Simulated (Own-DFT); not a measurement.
# Strain and stress in wurtzite GaN, 72 atoms (Ga36N36)

These are calculations, not measurements. They come from Own-DFT, an in-house plane-wave density functional program, since retired, whose code no person has reviewed. Each row is one single-point run on a periodic cell that was not relaxed, without spin or spin-orbit coupling.

Settings of every run: PBE; PseudoDojo norm-conserving scalar-relativistic files; cutoff 42 hartree; 4 x 4 x 3 k mesh centred on Gamma; Fermi-Dirac smearing of 0.1 eV.

Known limits: forces not confirmed at this smearing and k mesh; stress not checked against mesh or cutoff.

Unstrained cell vectors in Å: (9.567, 0.000, 0.000); (-4.783, 8.285, 0.000); (0.000, 0.000, 10.370). The unstrained cell has measured lattice constants (interpolated for alloys), not those of this functional. That, the random moves and any unrelaxed bonds set the pressure at no strain. Each run strains this cell uniformly, with the atoms carried along. Every atom was also moved at random, by a Gaussian of width 0.05 Å on each axis. Strain is the symmetric tensor, in per cent. Stress is positive in tension, and the pressure is minus a third of its trace.

| run | e_xx (%) | e_yy (%) | e_zz (%) | s_xx (GPa) | s_yy (GPa) | s_zz (GPa) | P (GPa) | E (meV/atom) |
|---|---|---|---|---|---|---|---|---|
| 1 | 2.25 | 2.25 | 0.00 | 3.15 | 2.71 | -4.52 | -0.45 | 17.1 |
| 2 | 2.75 | 2.75 | 0.00 | 4.34 | 6.14 | -4.35 | -2.04 | 15.0 |
| 3 | 0.25 | 0.25 | 0.00 | -4.40 | -6.41 | -11.05 | 7.28 | 39.1 |
| 4 | 3.00 | 3.00 | 0.00 | 5.17 | 6.57 | -4.38 | -2.45 | 27.3 |
| 5 | 1.75 | 1.75 | 0.00 | 1.45 | 1.41 | -5.34 | 0.83 | 0.0 |
| 6 | -3.00 | -3.00 | 0.00 | -25.27 | -26.91 | -13.35 | 21.84 | 83.4 |
| 7 | 0.75 | 0.75 | 0.00 | -3.56 | -3.71 | -7.61 | 4.96 | 22.8 |
| 8 | -2.75 | -2.75 | 0.00 | -25.44 | -22.36 | -13.63 | 20.47 | 82.1 |
| 9 | -1.25 | -1.25 | 0.00 | ? | ? | ? | ? | ? |

E is the free energy for each atom above the lowest run shown.

## Worked fit

The change of volume is close to e_xx + e_yy + e_zz. A straight line through the runs shown gives P = 9.00 - 207 x (fractional change of volume) GPa, with an error of 7 on the slope and a scatter of 0.82 GPa. The strain isn't the same on all axes and the cell isn't cubic, so the slope belongs to this path and is not the bulk modulus.

## Withheld run

Question: what pressure should run 9 give? Its volume changes by -2.48 %.

The line gives 14.1 GPa. The calculation gave 13.14 GPa.
